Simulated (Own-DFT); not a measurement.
AlGa3N4 (wurtzite random alloy, strained, atoms displaced) (calculated)

Computed with Own-DFT development build. A calculation, not a measurement: plane-wave PBE density functional theory by an unreviewed code, no spin, of a simulated periodic cell, stress positive in tension, free energy of the whole cell less one offset for each atom, forces on such cells passed a denser k mesh, this cell's mesh not checked; offsets are fitted by least squares, one for each functional and potential file, so energies compare only between cells with the same atoms and settings and are not formation energies; the far tail of each file's local potential was reset to the Coulomb form; each entry is a single point on an unrelaxed cell, so the pressure reflects the starting lattice, mostly measured values, from which strain is counted, and rises with the displacements; printed positions are rounded, which can move forces by about a meV/angstrom; the program is a retired in-house code; no spin-orbit coupling.

Settings shared by all entries: functional PBE; potential files PseudoDojo norm-conserving, scalar-relativistic, standard set with the stringent files for Ga; wave cutoff 96 hartree; occupations Gaussian; smearing width 0.01 eV; k mesh 4 x 4 x 3 centred on Gamma.

(1) AlGa3N4 (wurtzite random alloy, strained, atoms displaced)

```
AlGa3N4
1.0
      9.6994     0.0000     0.0000
     -4.8497     8.4000     0.0000
      0.0000     0.0000    10.2685
Ga N Al Ga N Ga N Ga N Ga N Ga N Ga N Ga N Ga Al N Ga N Al Ga N Al N Ga N Al N Ga N Ga N Ga Al N Al Ga N
2 2 1 1 2 2 2 2 2 2 2 2 2 2 2 2 2 1 1 2 2 2 1 1 2 2 2 2 2 2 2 2 2 2 2 1 1 2 1 1 2
Direct
  0.10504 0.20977 0.99762
  0.22973 0.12020 0.24655
  0.10837 0.22314 0.18969
  0.22605 0.11342 0.44030
  0.11894 0.23562 0.50152
  0.24025 0.11349 0.75506
  0.11373 0.21686 0.68460
  0.22512 0.11537 0.93663
  0.10794 0.56062 0.00939
  0.22314 0.44668 0.25579
  0.09616 0.53987 0.19055
  0.22223 0.45156 0.43442
  0.11021 0.54448 0.50377
  0.22446 0.44005 0.75324
  0.12059 0.56008 0.69678
  0.22356 0.44038 0.94331
  0.11284 0.88563 0.00278
  0.22329 0.78649 0.25528
  0.11144 0.88875 0.19044
  0.22190 0.77310 0.44434
  0.10624 0.89592 0.49400
  0.21554 0.77632 0.74971
  0.12035 0.90058 0.69097
  0.22307 0.77435 0.94199
  0.44421 0.22318 0.99766
  0.54785 0.11823 0.25088
  0.44774 0.22471 0.19418
  0.56162 0.11635 0.43956
  0.44669 0.22044 0.49419
  0.54715 0.10646 0.75008
  0.44779 0.22652 0.69666
  0.55771 0.12410 0.93995
  0.45229 0.56552 0.00367
  0.56025 0.44707 0.24389
  0.44383 0.54870 0.19515
  0.56314 0.45807 0.43511
  0.44415 0.56110 0.50172
  0.56050 0.44113 0.75128
  0.44309 0.55839 0.69385
  0.56001 0.45282 0.93860
  0.44666 0.88436 0.00447
  0.54824 0.77335 0.24904
  0.44433 0.88312 0.18928
  0.56104 0.79198 0.44224
  0.43830 0.88121 0.49447
  0.55244 0.76730 0.74502
  0.44215 0.89258 0.68302
  0.55345 0.77063 0.93282
  0.77549 0.21886 0.99941
  0.88528 0.10611 0.25284
  0.76066 0.20063 0.18397
  0.87984 0.11243 0.43718
  0.78255 0.22074 0.50713
  0.89070 0.10796 0.74810
  0.77389 0.21738 0.68698
  0.88314 0.11381 0.94262
  0.78535 0.55279 0.00536
  0.89282 0.44026 0.25440
  0.77390 0.55489 0.18750
  0.88442 0.44105 0.44190
  0.76827 0.55231 0.49985
  0.87632 0.45079 0.75639
  0.76720 0.55023 0.68649
  0.89797 0.45602 0.93501
  0.77724 0.88720 0.99904
  0.89360 0.78848 0.25252
  0.77572 0.88536 0.19703
  0.88723 0.77469 0.44576
  0.77891 0.89037 0.49669
  0.89366 0.77577 0.75435
  0.77492 0.89589 0.68826
  0.88127 0.77383 0.93528
```

- free energy of cell above offsets: -9.999 eV
- pressure: -0.51 GPa
- stress xx: 1.85 GPa
- stress yy: 4.21 GPa
- stress zz: -4.52 GPa
- stress yz: -0.03 GPa
- stress xz: 0.39 GPa
- stress xy: -0.01 GPa

Force:
| element | x (eV/Å) | y (eV/Å) | z (eV/Å) |
| --- | --- | --- | --- |
| Ga | -0.514 | 1.857 | 0.351 |
| Ga | -0.987 | -0.399 | 0.448 |
| N | 0.408 | -0.411 | 0.292 |
| N | -1.202 | 1.034 | -0.403 |
| Al | -0.119 | -1.536 | -0.458 |
| Ga | -2.266 | -0.115 | -1.124 |
| N | -0.675 | 0.235 | 0.358 |
| N | 0.225 | -1.163 | 1.441 |
| Ga | 1.518 | -1.05 | -1.591 |
| Ga | -0.178 | -0.498 | -2.398 |
| N | 1.511 | 1.945 | 0.644 |
| N | 1.257 | -1.421 | 1.883 |
| Ga | -1.869 | 1.476 | 0.763 |
| Ga | -0.604 | -0.033 | 0.61 |
| N | -1.205 | -1.163 | -0.886 |
| N | -0.308 | 0.223 | 0.376 |
| Ga | -0.354 | 0.231 | -0.924 |
| Ga | 0.568 | -1.435 | -0.063 |
| N | -0.913 | 0.329 | 0.525 |
| N | -0.352 | 0.493 | -0.419 |
| Ga | 1.311 | -0.722 | 1.331 |
| Ga | 1.192 | 0.51 | -0.273 |
| N | -0.64 | -1.397 | -0.342 |
| N | 0.477 | 1.229 | 0.481 |
| Ga | -0.254 | 1.185 | 0.406 |
| Ga | 2.331 | -1.362 | 0.464 |
| N | -1.211 | 1.356 | -1.034 |
| N | 0.076 | -0.964 | 0.465 |
| Ga | 0.157 | 0.784 | 0.89 |
| Ga | 1.331 | 0.053 | -0.35 |
| N | 0.643 | 0.116 | -1.747 |
| N | 0.546 | -2.396 | 0.142 |
| Ga | -0.524 | -2.069 | -0.296 |
| Al | -0.159 | 0.126 | 0.815 |
| N | 0.052 | 0.422 | -0.209 |
| N | -1.422 | -1.634 | -0.756 |
| Ga | 0.553 | 0.347 | -0.084 |
| Ga | -1.814 | 0.567 | 0.489 |
| N | 0.796 | -0.62 | -0.857 |
| N | 0.439 | -0.697 | 0.834 |
| Al | -0.379 | 0.436 | -1.149 |
| Ga | 0.974 | 0.066 | 0.825 |
| N | -1.142 | 0.479 | -0.564 |
| N | 0.256 | -1.082 | -0.086 |
| Al | -0.072 | 1.655 | 1.01 |
| Al | -0.553 | 2.172 | 0.058 |
| N | 0.678 | -1.263 | 0.344 |
| N | -0.813 | 2.048 | 0.361 |
| Ga | -0.463 | 1 | -0.124 |
| Ga | -0.457 | 0.554 | -0.698 |
| N | 0.531 | 1.736 | 0.858 |
| N | 1.903 | 0.067 | 1.499 |
| Al | -1.314 | 0.224 | -1.002 |
| Al | -0.587 | 0.636 | 0 |
| N | 0.666 | 0.487 | 1.062 |
| N | 1.292 | -1.05 | -1.599 |
| Ga | -1.36 | 0.266 | -0.787 |
| Ga | -2.081 | -1.199 | 0.009 |
| N | 0.542 | 0.805 | 1.581 |
| N | 0.373 | -0.535 | 0.619 |
| Ga | 1.67 | 0.308 | -0.199 |
| Ga | 2.318 | -1.222 | -1.839 |
| N | 0.938 | 1.483 | 0.16 |
| N | -0.317 | -1.244 | 1.503 |
| Ga | -0.444 | 0.121 | 0.154 |
| Al | -0.019 | -1.607 | 0.104 |
| N | 0.57 | -0.495 | -0.798 |
| N | -0.939 | 1.002 | -1.457 |
| Al | -0.319 | 0.452 | 0.767 |
| Ga | -0.887 | 0.854 | -1.794 |
| N | 0.459 | -1.056 | -0.228 |
| N | 1.154 | 0.468 | 1.616 |

(2) AlGa3N4 (wurtzite random alloy, strained, atoms displaced)

```
AlGa3N4
1.0
      9.6994     0.0000     0.0000
     -4.8497     8.4000     0.0000
      0.0000     0.0000    10.2685
Al Ga N Ga Al N Ga N Al N Ga Al N Ga N Ga N Ga N Ga N Ga Al N Ga Al N Ga Al N Ga N Ga N Ga N Ga N Ga Al N Ga N
1 1 2 1 1 2 2 2 2 2 1 1 2 2 2 2 2 2 2 2 2 1 1 2 1 1 2 1 1 2 2 2 2 2 2 2 2 2 1 1 2 2 2
Direct
  0.11164 0.22468 0.00215
  0.22191 0.12315 0.25260
  0.10826 0.22667 0.18419
  0.22975 0.12398 0.44746
  0.11321 0.22885 0.50561
  0.23274 0.11743 0.75021
  0.11424 0.21737 0.68062
  0.21642 0.11068 0.94255
  0.11126 0.55206 0.00394
  0.22497 0.44586 0.25444
  0.12344 0.56143 0.19186
  0.22189 0.44161 0.43232
  0.11122 0.55639 0.49600
  0.22730 0.44890 0.74433
  0.10823 0.56126 0.68304
  0.22277 0.44236 0.94262
  0.11314 0.88588 0.99583
  0.22250 0.77540 0.25037
  0.09723 0.89036 0.18507
  0.22399 0.78346 0.44231
  0.11040 0.89492 0.50126
  0.21536 0.78336 0.74265
  0.11239 0.87951 0.69322
  0.22800 0.77125 0.92708
  0.44776 0.21977 0.99820
  0.54612 0.11275 0.25350
  0.45026 0.22681 0.17911
  0.56253 0.10412 0.43897
  0.43722 0.21923 0.49111
  0.55889 0.10854 0.74828
  0.45348 0.22086 0.69116
  0.55012 0.10948 0.94330
  0.45585 0.56213 0.99808
  0.55736 0.44820 0.24513
  0.44376 0.55158 0.18713
  0.55739 0.45457 0.43986
  0.43934 0.55108 0.49945
  0.55342 0.45261 0.74926
  0.44547 0.55664 0.68770
  0.54351 0.43737 0.94020
  0.44171 0.88887 0.99108
  0.55935 0.76973 0.24931
  0.45053 0.89369 0.18883
  0.55803 0.77068 0.43248
  0.44479 0.87607 0.49314
  0.54610 0.76786 0.74588
  0.43335 0.88408 0.69224
  0.54776 0.77354 0.94836
  0.78225 0.23430 0.00196
  0.89077 0.12606 0.24926
  0.77719 0.22219 0.18734
  0.89400 0.11582 0.43929
  0.77413 0.21701 0.50366
  0.90138 0.11345 0.74770
  0.76494 0.20968 0.69217
  0.88022 0.11194 0.93292
  0.77462 0.55889 0.00225
  0.88986 0.43704 0.25052
  0.78222 0.56002 0.18902
  0.88751 0.44937 0.43494
  0.78257 0.55767 0.50628
  0.88075 0.44785 0.75259
  0.77749 0.55717 0.69134
  0.89130 0.44508 0.94297
  0.77683 0.88575 0.99870
  0.87748 0.77018 0.24543
  0.77454 0.88950 0.18823
  0.89419 0.78592 0.44529
  0.78748 0.89069 0.50304
  0.89306 0.78024 0.74878
  0.77050 0.87849 0.68780
  0.88864 0.76745 0.93924
```

* free energy of cell above offsets: -9.304 eV
* pressure: -0.41 GPa
* stress xx: 2.2 GPa
* stress yy: 3.39 GPa
* stress zz: -4.37 GPa
* stress yz: 0.5 GPa
* stress xz: -0.28 GPa
* stress xy: 0.51 GPa

Force:
| element | x (eV/Å) | y (eV/Å) | z (eV/Å) |
| --- | --- | --- | --- |
| Al | -0.238 | -0.255 | -1.017 |
| Ga | 0.295 | -1.248 | -0.926 |
| N | 0.226 | 0.196 | 0.442 |
| N | -1.55 | -1.597 | -1.508 |
| Ga | -0.32 | -0.357 | -2.435 |
| Al | 0.097 | -0.711 | 0.318 |
| N | 0.88 | 1.171 | 3.1 |
| N | -0.065 | 0.346 | -1.271 |
| Ga | 0.583 | 0.628 | -0.884 |
| Ga | 0.325 | -0.02 | -2.283 |
| N | -1.151 | -0.006 | 0.436 |
| N | -1.043 | 0.879 | 2.557 |
| Al | -0.541 | 0.267 | 0.049 |
| Al | -1.252 | -0.197 | 1.154 |
| N | 1.05 | -1.739 | -0.224 |
| N | 0.126 | -0.52 | -1.512 |
| Ga | 0.194 | 0.033 | 0.276 |
| Al | -0.209 | 1.393 | -0.233 |
| N | 1.44 | -0.498 | 1.368 |
| N | -0.172 | -1.277 | -1.179 |
| Ga | 0.888 | -0.12 | -0.101 |
| Ga | 2.98 | -2.102 | 0.787 |
| N | -3.316 | 3.662 | -1.07 |
| N | -1.478 | 0.035 | 1.688 |
| Ga | -1.273 | -0.225 | -0.938 |
| Ga | 1.322 | -0.733 | -0.877 |
| N | -0.979 | 0.048 | 2.502 |
| N | -1.697 | 0.271 | 0.105 |
| Ga | 3.009 | 1.387 | 1.727 |
| Ga | -1.246 | -1.049 | 0.856 |
| N | -2.054 | 1.161 | -0.175 |
| N | 1.193 | 0.394 | -0.884 |
| Ga | -1.723 | -1.409 | 0.602 |
| Ga | 0.343 | -0.261 | 0.511 |
| N | -0.002 | 0.981 | 0.592 |
| N | 0.924 | -1.255 | -0.223 |
| Ga | 0.389 | 0.675 | -0.673 |
| Al | 1.256 | -1.455 | 0.137 |
| N | -0.518 | -0.56 | 0.733 |
| N | 1.466 | 0.971 | -1.452 |
| Ga | 0.113 | 0.082 | 1.453 |
| Al | -1.094 | 1.078 | -0.897 |
| N | -0.672 | -1.462 | 0.527 |
| N | 0.084 | 0.176 | 0.477 |
| Ga | -0.296 | 0.994 | 0.775 |
| Al | -0.25 | 1.761 | 0.856 |
| N | 2.307 | -0.323 | -0.726 |
| N | 1.256 | 0.8 | -2.635 |
| Ga | -0.271 | -2.041 | -0.741 |
| Ga | 0.778 | -1.976 | 0.097 |
| N | -0.803 | 0.45 | 0.406 |
| N | -0.058 | -0.127 | 0.285 |
| Ga | 0.301 | 0.735 | -0.17 |
| Ga | -1.811 | -0.727 | 0.101 |
| N | 2.386 | 1.884 | -0.465 |
| N | 1.695 | 0.18 | 1.245 |
| Ga | 0.35 | -1.295 | -0.383 |
| Ga | -0.405 | 1.245 | -0.5 |
| N | -0.063 | -0.471 | 0.479 |
| N | 1.22 | -0.379 | 1.242 |
| Ga | -0.647 | 0.181 | -1.163 |
| Ga | 1.518 | -0.883 | -0.213 |
| N | -1.314 | -0.313 | 0.588 |
| N | -0.746 | 0.909 | -0.33 |
| Ga | -0.248 | 0.616 | -0.13 |
| Al | 0.647 | 1.87 | 0.678 |
| N | 0.453 | -0.55 | 0.777 |
| N | 0.359 | -1.139 | -1.745 |
| Ga | -1.439 | 0.194 | -0.823 |
| Ga | -0.371 | -0.311 | 0.273 |
| N | -0.422 | 0.516 | 1.078 |
| N | -0.714 | 1.424 | -0.486 |

(3) AlGa3N4 (wurtzite random alloy, strained, atoms displaced)

```
AlGa3N4
1.0
      9.6994     0.0000     0.0000
     -4.8497     8.4000     0.0000
      0.0000     0.0000    10.2685
Ga Al N Al Ga N Ga N Ga Al N Al Ga N Ga Al N Al Ga N Ga N Ga N Ga N Ga N Ga N Ga N Ga N Ga Al N Ga N Ga Al N Ga Al N
1 1 2 1 1 2 2 2 1 1 2 1 1 2 1 1 2 1 1 2 2 2 2 2 2 2 2 2 2 2 2 2 2 2 1 1 2 2 2 1 1 2 1 1 2
Direct
  0.10305 0.21998 0.00793
  0.21100 0.10208 0.25375
  0.11893 0.22790 0.19071
  0.22189 0.10875 0.44124
  0.11984 0.22850 0.49674
  0.21426 0.10448 0.75182
  0.10566 0.22123 0.69115
  0.22073 0.11093 0.94080
  0.10708 0.55662 0.01061
  0.22174 0.44618 0.24402
  0.11449 0.56187 0.18774
  0.22241 0.43830 0.43524
  0.11025 0.55589 0.50395
  0.22458 0.45038 0.75052
  0.11346 0.56137 0.69181
  0.22722 0.45315 0.95004
  0.11178 0.88550 0.00537
  0.21804 0.77420 0.25341
  0.10799 0.88623 0.19106
  0.21846 0.76476 0.44262
  0.10727 0.88585 0.49318
  0.21871 0.77600 0.74922
  0.10830 0.88807 0.68391
  0.22374 0.78448 0.94145
  0.45472 0.23332 0.00316
  0.54577 0.10863 0.25396
  0.44148 0.22337 0.19195
  0.55257 0.10993 0.44532
  0.44148 0.22225 0.49282
  0.55207 0.11425 0.74283
  0.44489 0.22596 0.69800
  0.56933 0.11371 0.93425
  0.45358 0.56825 0.99705
  0.54839 0.43930 0.24997
  0.44353 0.53945 0.19194
  0.55134 0.43963 0.43908
  0.44491 0.55479 0.49832
  0.55371 0.44770 0.74882
  0.44926 0.54699 0.69202
  0.56059 0.44833 0.93942
  0.43927 0.88331 0.99490
  0.55481 0.78029 0.25548
  0.44160 0.88568 0.19535
  0.54769 0.78174 0.43835
  0.44225 0.88705 0.49951
  0.56127 0.78042 0.74712
  0.44534 0.88890 0.69282
  0.56179 0.78364 0.93905
  0.78482 0.23335 0.00040
  0.89825 0.11699 0.24836
  0.77419 0.22100 0.19373
  0.89097 0.11099 0.43398
  0.77217 0.21150 0.50412
  0.89967 0.12404 0.75074
  0.77474 0.21505 0.68973
  0.89314 0.11606 0.93836
  0.76472 0.54542 0.00179
  0.89063 0.43908 0.24995
  0.77577 0.55401 0.18721
  0.88991 0.44119 0.44755
  0.77420 0.55160 0.50227
  0.89124 0.45524 0.74716
  0.77711 0.55443 0.68698
  0.88811 0.45579 0.93714
  0.77767 0.87771 0.00086
  0.87651 0.77980 0.25634
  0.77629 0.89215 0.18981
  0.90159 0.79113 0.43995
  0.78758 0.89157 0.49932
  0.89827 0.77880 0.75040
  0.77444 0.88568 0.69670
  0.87916 0.77533 0.93798
```

- free energy of cell above offsets: -10.054 eV
- pressure: -0.62 GPa
- stress xx: 1.53 GPa
- stress yy: 3.67 GPa
- stress zz: -3.33 GPa
- stress yz: -0.08 GPa
- stress xz: -0.48 GPa
- stress xy: 0.15 GPa

Force:
| element | x (eV/Å) | y (eV/Å) | z (eV/Å) |
| --- | --- | --- | --- |
| Ga | 1.338 | 0.496 | -1.725 |
| Al | 0.918 | 0.853 | -0.794 |
| N | 0.105 | -1.288 | 0.997 |
| N | -0.903 | 0.351 | -0.852 |
| Al | -0.837 | -1.012 | 0.633 |
| Ga | 0.404 | 0.931 | 0.169 |
| N | 1.665 | 1.956 | -1.49 |
| N | 0.724 | -0.351 | 1.162 |
| Ga | 0.254 | 0.411 | -2.829 |
| Ga | 0.612 | 0.386 | 0.462 |
| N | -0.851 | -1.512 | 2.117 |
| N | -0.381 | 0.376 | 0.754 |
| Ga | 0.4 | -1.329 | -0.298 |
| Al | 0.239 | -0.617 | 0.8 |
| N | 0.996 | -0.158 | 0.655 |
| N | -0.375 | -0.425 | -1.71 |
| Al | -0.835 | 0.7 | -0.679 |
| Ga | 0.192 | 0.674 | -0.069 |
| N | -1.065 | 0.272 | 0.37 |
| N | -0.597 | 1.756 | -0.336 |
| Ga | 2.011 | 0.571 | 1.044 |
| Al | 0.452 | 0.962 | 0.241 |
| N | 0.627 | -0.926 | 0.935 |
| N | -1.009 | -0.71 | -0.86 |
| Al | -0.404 | -1.591 | -0.83 |
| Ga | 0.856 | 0.046 | -0.505 |
| N | -0.625 | -1.32 | -0.539 |
| N | -0.187 | -0.167 | -0.49 |
| Ga | 0.32 | -0.229 | 1.735 |
| Ga | 0.82 | -0.328 | 1.09 |
| N | -0.794 | -0.405 | -1.524 |
| N | -2.042 | 0.266 | 1.114 |
| Ga | -0.161 | -1.307 | 0.737 |
| Ga | 1.703 | 0.006 | 0.246 |
| N | -1.77 | 2.66 | -0.772 |
| N | 0.367 | 0.973 | 0.184 |
| Ga | -0.27 | 0.173 | 0.068 |
| Ga | 1.801 | -1.095 | 0.722 |
| N | -3.227 | 1.375 | -0.651 |
| N | -1.542 | -1.218 | -0.054 |
| Ga | 0.818 | 1.603 | 0.682 |
| Ga | 0.066 | -0.596 | -1.222 |
| N | -0.367 | 0.065 | -0.791 |
| N | 2.08 | -0.84 | 0.971 |
| Ga | -0.649 | 0.204 | 0.813 |
| Ga | -0.658 | -0.303 | 0.296 |
| N | -1.107 | -0.857 | -0.211 |
| N | -0.506 | -0.3 | -0.003 |
| Ga | 0.039 | -1.108 | -0.302 |
| Ga | -1.183 | -0.371 | -0.281 |
| N | 0.421 | 0.893 | -0.018 |
| N | 0.869 | 0.473 | 1.248 |
| Ga | 0.46 | 0.791 | -0.538 |
| Ga | -1.404 | -1.815 | 0.444 |
| N | -0.104 | 1.316 | 0.181 |
| N | -0.41 | -0.346 | 0.882 |
| Ga | 1.196 | 1.899 | 0.061 |
| Al | -0.979 | 0.565 | 0.671 |
| N | 0.608 | 0.434 | 1.924 |
| N | -0.403 | -0.062 | -1.674 |
| Ga | 0.375 | 0.078 | -0.835 |
| Ga | 0.391 | -1.599 | 0.147 |
| N | -0.324 | 1.39 | 0.673 |
| N | 0.987 | -0.518 | 0.317 |
| Ga | -1.21 | 2.106 | -0.123 |
| Al | 1.416 | -0.692 | -1.343 |
| N | 0.693 | -0.537 | 0.622 |
| N | -1.859 | -2.427 | -1.247 |
| Ga | -1.496 | 0.343 | 1.047 |
| Al | -1.785 | -0.174 | 0.064 |
| N | 2.112 | 0.534 | -1.152 |
| N | 2.986 | -0.359 | -0.529 |
